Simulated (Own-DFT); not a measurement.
Simulation results for SiC (4H silicon carbide, atoms displaced)

All values are calculated (Own-DFT development build). A calculation, not a measurement: plane-wave PBE density functional theory by an unreviewed code, no spin, of a simulated periodic cell, stress positive in tension, free energy of the whole cell less one offset for each atom, forces on such cells passed a denser k mesh, this cell's mesh not checked; offsets are fitted by least squares, one for each functional and potential file, so energies compare only between cells with the same atoms and settings and are not formation energies; the far tail of each file's local potential was reset to the Coulomb form; each entry is a single point on an unrelaxed cell, so the pressure reflects the starting lattice, mostly measured values (interpolated for alloys), from which strain is counted, and rises with the displacements; printed positions are rounded, which can move forces by about a meV/angstrom; the program, named Own-DFT, is a retired in-house code; no spin-orbit coupling.

Common to all runs: functional PBE; potential files PseudoDojo norm-conserving, scalar-relativistic, standard set; wave cutoff 42 hartree; occupations Fermi-Dirac; smearing width 0.1 eV; hardware one NVIDIA H200; k mesh 3 x 3 x 3 centred on Gamma.

(1) 
```xyz
128
Lattice="12.3308 0.0000 0.0000 -6.1654 10.6788 0.0000 0.0000 0.0000 10.0681" Properties=species:S:1:pos:R:3:force_x:R:1:force_y:R:1:force_z:R:1 formula=SiC free_energy_of_cell_above_offsets=-7.189 pressure=5.92 stress_xx=-5.69 stress_yy=-4.54 stress_zz=-7.52 stress_yz=-0.43 stress_xz=0.23 stress_xy=-0.03 wall_time=554.1
Si    -6.1181    10.6327     4.0750      0.325      2.043     -1.538
Si     0.0600     1.8830     1.4356     -1.533     -2.732      2.894
C      6.1109    10.6649     1.0076      1.936      1.894     -2.421
C      0.0055     1.8345     3.4472      1.379     -1.254     -0.602
Si    -1.4384     2.6611     4.1155     -1.829      0.415      -0.39
Si    -1.5335     4.4361     1.6233      1.658      0.289     -0.608
C     -1.5263     2.6714     0.9423     -0.512      0.034     -0.971
C     -1.5485     4.4682     3.4892      0.263     -0.363      1.028
Si     9.2098     5.3113     4.1268      1.441      1.357     -1.191
Si    -3.0494     7.1659     1.6565     -1.686     -1.027     -0.894
C     -3.0106     5.2801     0.9763     -1.444      1.918     -0.424
C     -3.0773     7.1302     3.4947     -0.365     -0.025      0.879
Si     7.6330     8.0128     4.1302      1.788     -0.595     -3.684
Si    -4.6140     9.8544     1.5962     -0.966     -0.512     -1.173
C     -4.6065     8.1320     0.9811     -0.285     -3.175     -0.551
C     -4.6055     9.7207     3.3881      0.299      0.955      2.942
Si    -3.0547    10.5978     4.1426     -1.358      1.484     -1.947
Si     3.1212     1.7171     1.5881     -2.033     -0.634      0.668
C     -3.0597    10.6286     0.9908      0.856      1.006     -1.811
C      3.1042     1.7239     3.4332     -0.611      0.101      1.534
Si     1.5515     2.6982     4.1354      0.186     -0.192     -2.499
Si     1.5197     4.3662     1.4547      0.718      1.308      3.709
C      1.6039     2.6446     0.9709       0.12     -0.461     -1.932
C      1.5827     4.4344     3.4078      0.189      0.809      1.038
Si     0.0286     5.3545     4.1605      0.601     -0.313     -1.515
Si    -0.0385     7.2242     1.4745      1.041     -3.088      2.983
C      0.1164     5.3590     1.0299     -3.516      0.332     -2.191
C     -0.0465     7.1505     3.5620      1.806     -0.378     -2.098
Si    -1.4905     7.9749     4.1378     -1.805      1.194     -0.347
Si    -1.5050     9.7952     1.6750     -0.944     -0.098     -1.963
C     -1.5932     8.0114     0.9838      1.488      1.159     -0.977
C     -1.5525     9.8463     3.4823      1.636     -1.434      0.735
Si     6.1426     0.1089     4.0401      0.643     -1.481      1.096
Si     6.0809     1.7582     1.6314      1.077      1.514     -4.313
C      6.2069     0.0182     0.9354     -2.536      0.693      -0.35
C      6.1865     1.8294     3.3262     -0.724      0.074      5.026
Si     4.5720     2.6737     4.0916      0.158      0.178     -0.877
Si     4.5964     4.4839     1.6149     -0.846     -0.438     -1.425
C      4.5068     2.6392     1.0572      3.017      1.362     -2.324
C      4.5678     4.5368     3.4819      2.945     -2.016      -0.85
Si     3.2093     5.4412     4.0954     -4.708     -0.151      0.785
Si     3.1090     7.0268     1.5477      0.372      1.726      1.039
C      2.9780     5.3023     0.9134      2.354      0.025      0.895
C      3.0604     7.1734     3.4336      0.252     -0.177      0.734
Si     1.4811     8.1350     4.0524      0.566      -5.64      1.583
Si     1.4892     9.9353     1.5626      1.771     -4.284      1.397
C      1.5855     7.8534     1.0325     -0.751      3.919     -2.533
C      1.5895     9.7294     3.5162      -1.39      5.287     -2.326
Si     3.1015    10.6598     4.0465      1.275      0.654      0.833
Si     9.2799     1.7953     1.6049     -0.691       0.29     -0.824
C      2.9981    10.6667     0.9447      1.846      1.424      0.535
C      9.2380     1.8201     3.4364      0.672     -0.938      1.284
Si     7.6877     2.6434     4.0516      0.933       1.27      0.269
Si     7.7714     4.4381     1.6356     -0.711      0.989     -2.466
C      7.6898     2.7318     0.9910     -0.143     -1.815     -0.877
C      7.7434     4.5089     3.4082      -1.52     -1.367      1.871
Si     6.1807     5.3559     4.0068     -0.106     -0.507      1.322
Si     6.1512     7.0545     1.5316       0.18      3.994        0.5
C      6.0667     5.4332     0.8181      1.086     -2.548      5.014
C      6.1432     7.1079     3.4554      0.513     -0.545     -0.034
Si     4.6395     7.9444     4.0685     -1.187      2.375     -0.285
Si     4.6173     9.8594     1.6076     -0.514     -0.624     -1.896
C      4.6239     8.1288     1.0538     -0.357     -2.816     -2.633
C      4.7487     9.8403     3.3406     -2.381     -1.106      4.263
Si     6.1799    10.6520     9.0377      1.779     -0.453      2.879
Si     6.1624     8.8500     6.4922      0.089       2.52      1.927
C      0.0318     0.0277     5.8867      0.449      -0.92      1.699
C      6.2179     8.9328     8.4786      -0.68     -1.766     -1.373
Si     7.6585     7.9420     9.1544      1.012      2.033      0.907
Si     7.6226     6.2391     6.6152      1.391     -1.486      0.017
C      7.6724     7.9622     5.8775     -0.115       0.06      3.046
C      7.6830     6.2218     8.5550     -0.312      -0.36     -1.056
Si     9.2089     5.3474     9.1493      1.901       -0.7     -0.422
Si     9.2675     3.4852     6.5042      0.657      2.812      2.261
C      9.1873     5.3451     5.9318      0.766     -0.449      1.612
C      9.1749     3.5776     8.4312      1.072     -0.883      0.426
Si    10.7246     2.5341     9.0697      0.674      3.618      0.774
Si    10.7940     0.7994     6.5785      0.514      0.598      0.451
C     10.7767     2.6161     6.0186      1.152      0.111     -0.596
C     10.8859     0.7972     8.5518     -2.827      0.872     -1.875
Si     9.2929     0.0375     9.2009     -0.828     -1.639     -2.276
Si     3.0276     8.8416     6.5463     -0.362      2.462      1.736
C      3.0703    10.6549     6.0279      0.039     -0.184      -1.79
C      3.0062     8.8642     8.4083      2.398       1.32      1.366
Si     4.6086     8.0140     9.0384      0.172      0.515      1.778
Si     4.7775     6.2814     6.6196     -4.067      -0.38      0.897
C      4.5404     8.1518     6.0394      3.246     -3.501     -2.551
C      4.5639     6.2202     8.5453      1.212     -0.053     -0.592
Si     6.1846     5.2642     9.1985     -1.417      1.745     -3.664
Si     6.1522     3.5266     6.5428      0.534     -0.066      2.001
C      6.1283     5.2606     5.9720      1.288      1.612     -1.105
C      6.1161     3.5879     8.5756      0.498     -2.085     -1.525
Si     7.7238     2.6452     9.1262     -0.861      0.759      0.012
Si     7.7172     0.8962     6.5940      0.391      0.669     -1.201
C      7.7907     2.7461     5.9903     -3.492     -2.557     -1.959
C      7.7804     0.8824     8.3945     -0.804      0.375      3.004
Si     6.1941     0.0340     9.1067      0.441      0.625     -0.478
Si     0.0894     8.8864     6.6171     -1.082      0.881     -0.288
C      6.1866     0.0901     5.9349     -0.608     -1.005      0.607
C      0.0931     8.9520     8.5508     -1.007     -0.629      -0.53
Si     1.6149     8.0275     9.1235     -1.324     -1.583       1.44
Si     1.5451     6.2112     6.7190      0.829      0.147     -3.687
C      1.5898     7.9772     6.0112     -1.726      -0.52     -1.217
C      1.5204     6.0772     8.4443     -0.693      3.724        2.1
Si     2.9440     5.4084     9.1879      3.626     -2.004     -1.373
Si     3.0645     3.6532     6.6076      0.214     -1.432      0.034
C      3.0788     5.3630     5.9890      0.966      1.263     -0.243
C      3.0210     3.6061     8.5167      0.641     -0.269     -0.091
Si     4.5629     2.6767     9.1328     -0.111      1.586      0.812
Si     4.5906     0.9048     6.6568      1.022      0.027     -3.866
C      4.6346     2.6692     5.9406     -0.655     -0.018      0.587
C      4.6170     0.9948     8.3961      0.695     -1.901      3.334
Si    -2.9954    10.6545     9.0146     -2.226      0.394      2.032
Si    -3.1334     8.8066     6.6360      1.836      0.911     -0.543
C      3.0903     0.0094     5.9346      0.213     -1.259      2.218
C     -3.0431     8.8418     8.5388     -0.411       0.06      -0.94
Si    -1.4374     8.0262     9.1544     -1.298     -1.219     -0.908
Si    -1.5016     6.1179     6.5853     -1.661      2.215      0.034
C     -1.4584     7.9944     5.9605     -1.254     -0.202      1.685
C     -1.4796     6.1452     8.4317     -1.129      1.705      1.918
Si     0.0442     5.2961     9.0982      -1.85      2.167      2.556
Si    -0.0415     3.6268     6.6260      0.999     -2.451      0.518
C      0.0275     5.3351     6.0665      0.446     -0.022     -2.016
C     -0.0515     3.6813     8.5331      0.073     -5.387     -0.926
Si     1.5177     2.6979     9.1395     -0.259       0.06     -0.661
Si     1.6332     0.9509     6.5773     -2.088     -1.109      0.114
C      1.5619     2.6370     5.9278     -0.208      2.141       1.92
C      1.4663     0.9510     8.4646      2.182     -0.827     -0.067
```

Units: free_energy_of_cell_above_offsets in eV; pressure, stress_xx, stress_yy, stress_zz, stress_yz, stress_xz, stress_xy in GPa; wall_time in s; force_x, force_y, force_z in eV/Å.

(2) 
```xyz
128
Lattice="12.3308 0.0000 0.0000 -6.1654 10.6788 0.0000 0.0000 0.0000 10.0681" Properties=species:S:1:pos:R:3:force_x:R:1:force_y:R:1:force_z:R:1 formula=SiC free_energy_of_cell_above_offsets=-6.654 pressure=6.14 stress_xx=-4.7 stress_yy=-6.92 stress_zz=-6.81 stress_yz=-0.28 stress_xz=-0.36 stress_xy=0.13 wall_time=528.7
Si     0.1035     0.0211     4.1647     -1.148      0.538     -3.244
Si     0.0417     1.6568     1.5904     -0.235      4.589      0.631
C      0.0787     0.0730     0.9145     -1.282     -3.909     -0.797
C      0.0555     1.7988     3.4820     -0.366     -0.695      0.117
Si    -1.4929     2.7147     4.1207     -0.509      -1.86     -1.349
Si    -1.5923     4.4081     1.5710     -0.399      3.382      0.448
C     -1.5365     2.7794     0.9627       0.51     -3.821      -1.34
C     -1.5518     4.4041     3.4704       -0.2      1.943     -0.099
Si    -3.0301     5.3955     4.1816     -1.629     -2.037     -3.248
Si    -3.1759     7.1154     1.5817      3.477     -2.623      0.209
C      9.1245     5.3398     0.8714      2.726     -0.107      0.314
C     -3.1060     7.0636     3.4458      0.293      1.401      0.842
Si     7.5922     7.9629     3.9891      3.498      0.701      2.495
Si    -4.6666     9.6585     1.5747      0.882      2.967      0.203
C     -4.5264     7.9658     0.9390     -4.005      1.422     -0.981
C     -4.6501     9.7451     3.4520      0.935       0.52      0.228
Si     3.1146     0.0736     4.1518     -0.676     -1.913     -1.932
Si     3.0884     1.7478     1.6018     -0.359      4.469      0.182
C      3.1644     0.1704     0.9911      -1.74     -5.145     -2.305
C      3.0905     1.8082     3.4473     -0.713     -0.258      0.933
Si     1.5708     2.6928     4.0920     -0.787     -0.022     -0.594
Si     1.4831     4.4515     1.5756      0.047     -0.548      0.215
C      1.5006     2.6407     0.9173      0.859      0.125      0.081
C      1.4376     4.4490     3.5194       1.81      0.999     -0.626
Si    -0.0998     5.4164     4.1171       1.35     -0.839     -0.235
Si    -0.0679     7.0783     1.6088      0.875      2.851      0.852
C     -0.0783     5.4614     0.9746      1.068     -3.898     -0.224
C      0.0415     7.2187     3.4930      -1.44     -1.971      0.046
Si    -1.5204     8.0078     4.1453     -1.147      0.798     -0.798
Si    -1.5863     9.8525     1.5975      1.265     -2.147      -1.22
C     -1.5589     7.8588     0.9584     -1.404      3.132      0.219
C     -1.5794     9.7707     3.3936      0.386      0.873      2.697
Si     6.1906     0.0411     4.0418     -0.785     -2.678      0.576
Si     6.1257     1.7595     1.6437      1.701      0.001      -1.06
C      0.0472    10.6046     0.9320     -1.907       1.89      1.049
C      6.1418     1.7274     3.5272      -0.73      2.111     -0.736
Si     4.5084     2.6540     4.1971      2.615      0.681     -2.256
Si     4.5508     4.4609     1.5115      3.909     -0.679      1.877
C      4.6780     2.6614     1.0225     -1.326      0.073     -1.493
C      4.6392     4.5161     3.4253     -0.523     -2.242      0.706
Si     3.1716     5.2780     4.1381     -2.627      2.354     -1.445
Si     3.0269     7.0988     1.5751      0.722      0.202      0.531
C      3.1266     5.2439     0.9187     -3.358      2.219      0.638
C      3.0901     7.1921     3.5281      2.072     -1.769      -1.02
Si     1.5992     8.0109     3.9973     -1.104      0.916      1.972
Si     1.5422     9.7772     1.4864      0.755      0.351      2.393
C      1.4748     8.0388     1.0139      0.791     -1.981     -1.709
C      1.5001     9.7627     3.4724      1.505      0.984     -0.953
Si     3.1117    10.6328     4.1216     -0.778      1.232     -0.626
Si     9.2629     1.8784     1.5741      -0.85     -0.502     -0.502
C      9.2871     0.0281     0.9990     -2.266      1.581     -1.825
C      9.2465     1.7727     3.4219      0.322      0.059      1.391
Si     7.6705     2.5992     4.1133      0.989      1.476     -0.794
Si     7.7673     4.4035     1.5407     -2.593      1.383       1.36
C      7.6652     2.7297     0.8226       0.46      -1.75      2.355
C      7.6780     4.4509     3.5077      0.308     -0.362      0.135
Si     6.0947     5.3356     4.1772      1.875      0.178     -3.014
Si     6.0804     7.0991     1.5616      0.307      2.391       0.06
C      6.1825     5.4778     0.9977     -0.676     -4.762     -2.018
C      6.1455     7.1251     3.4182     -1.447     -0.607      1.463
Si     4.7209     8.1454     4.1714      -1.69     -1.895     -2.533
Si     4.5309     9.9319     1.6370      3.476     -3.344     -1.066
C      4.5523     7.9517     0.8982      0.394      1.899      0.016
C      4.6920     9.8384     3.4602     -0.241       0.55      1.059
Si     0.0692     0.0236     9.0773     -3.253     -1.352       1.64
Si     6.0705     8.9047     6.6111      3.155      0.914      0.424
C     12.2940     0.0150     5.8920      0.681      0.271      4.813
C      6.2094     8.8709     8.5277      -0.96      0.828     -0.633
Si     7.6726     7.9670     9.1377      2.389     -0.943     -0.974
Si     7.7258     6.3002     6.6350      0.346     -1.958     -0.225
C     -4.4992     8.0285     6.0798     -3.604     -0.182     -2.388
C      7.7884     6.0724     8.4798     -3.439      2.435      -0.26
Si     9.2781     5.2811     9.0182     -0.832     -0.597      2.774
Si     9.2825     3.5526     6.4696     -0.233     -1.239      2.154
C      9.2879     5.2527     5.9428     -1.242      2.267      1.417
C      9.2445     3.5289     8.4411      0.849      0.079     -1.199
Si    10.7520     2.6834     9.0950      1.663      0.376      0.429
Si    10.7609     0.9516     6.6062      0.807     -1.164     -0.394
C     -1.4833     2.6742     5.9532     -0.065      0.185      0.405
C     10.7695     0.8857     8.4851      1.186      0.518       0.28
Si     9.2569     0.0539     9.1471     -0.295      -1.64     -0.155
Si     3.0183     8.8381     6.5962       1.23      2.657      0.155
C      9.2626     0.0576     6.0189       0.11     -1.615     -0.864
C      3.1330     8.9171     8.4036     -1.222      -0.09      2.173
Si     4.6140     7.9972     9.0177     -0.191      0.825      2.374
Si     4.6761     6.2194     6.6079     -1.293       1.67      0.338
C      4.5949     8.1080     5.9776      0.371     -2.252      0.513
C      4.5775     6.2610     8.4717      0.881     -1.851     -0.134
Si     6.1200     5.2782     9.1118      1.234      1.715      1.113
Si     6.1168     3.6636     6.5219      1.752     -4.406      2.689
C      6.0968     5.2919     5.9886      1.686      3.544     -0.317
C      6.1686     3.5383     8.5493      0.117      0.127     -2.149
Si     7.7692     2.6707     9.0640      -1.53     -0.297      0.212
Si     7.7654     0.8810     6.6253     -1.432      0.012      0.481
C      7.7422     2.6460     5.9698      -1.13      0.528      0.344
C      7.6617     0.8617     8.5842      0.561      0.515     -1.402
Si     6.1017     0.0021     9.1893      1.085     -0.146     -0.835
Si    -0.0530     8.8596     6.6392      1.183      1.316       0.26
C      0.0608    10.6621     5.9073     -0.383     -0.056      1.483
C      0.0282     8.9448     8.5790     -0.416     -1.362     -1.163
Si     1.5458     7.9272     9.1122      0.458      3.127      1.203
Si     1.4574     6.3405     6.5369      1.159      -2.73      1.558
C      1.5601     8.0369     5.9921     -1.966      0.108     -1.572
C      1.4781     6.2658     8.5273      1.793     -1.829     -1.295
Si     3.1381     5.2171     9.1710     -1.456      3.571     -0.973
Si     3.1526     3.6016     6.5237     -0.906      0.522      2.271
C      3.1818     5.4218     5.9605     -1.851     -1.142       0.81
C      3.0737     3.5522     8.6359       2.47     -1.423     -3.542
Si     4.6931     2.6436     9.1073     -0.982     -0.344      1.483
Si     4.7607     0.9161     6.6187     -1.675     -2.526     -0.305
C      4.6333     2.5979     6.0400      0.213      2.518      -0.78
C      4.6004     0.8492     8.4753      0.402       1.23      0.414
Si     3.0526     0.0939     9.1405       0.85     -2.423      0.196
Si    -3.0350     8.9147     6.6734      -0.72       1.42     -2.148
C      3.0655     0.0297     5.9450      0.796      0.229      2.612
C     -3.0207     8.8828     8.4173     -1.518      1.453      4.495
Si    -1.5309     8.0297     9.1782     -0.358     -0.058     -0.263
Si    -1.6082     6.1553     6.6441      0.938      1.501      0.754
C     -1.5970     8.0360     6.0601      1.463     -1.796     -1.638
C     -1.7141     6.3079     8.5411      3.939      -0.92     -1.299
Si     0.0416     5.3959     9.1975     -2.255      -0.56       -1.3
Si     0.0835     3.5233     6.5670     -1.147      1.488       1.18
C     -0.0503     5.3063     6.0128      0.338      1.246     -0.649
C      0.0359     3.6225     8.4771      0.011     -1.202      0.318
Si     1.6384     2.6297     9.0434     -3.587       1.24      2.576
Si     1.5508     0.8950     6.8028      0.249     -0.001     -7.953
C      1.6085     2.7725     5.9422       0.21     -2.026      1.153
C      1.4817     0.8777     8.4775       2.13      0.817      3.066
```

Units: free_energy_of_cell_above_offsets in eV; pressure, stress_xx, stress_yy, stress_zz, stress_yz, stress_xz, stress_xy in GPa; wall_time in s; force_x, force_y, force_z in eV/Å.
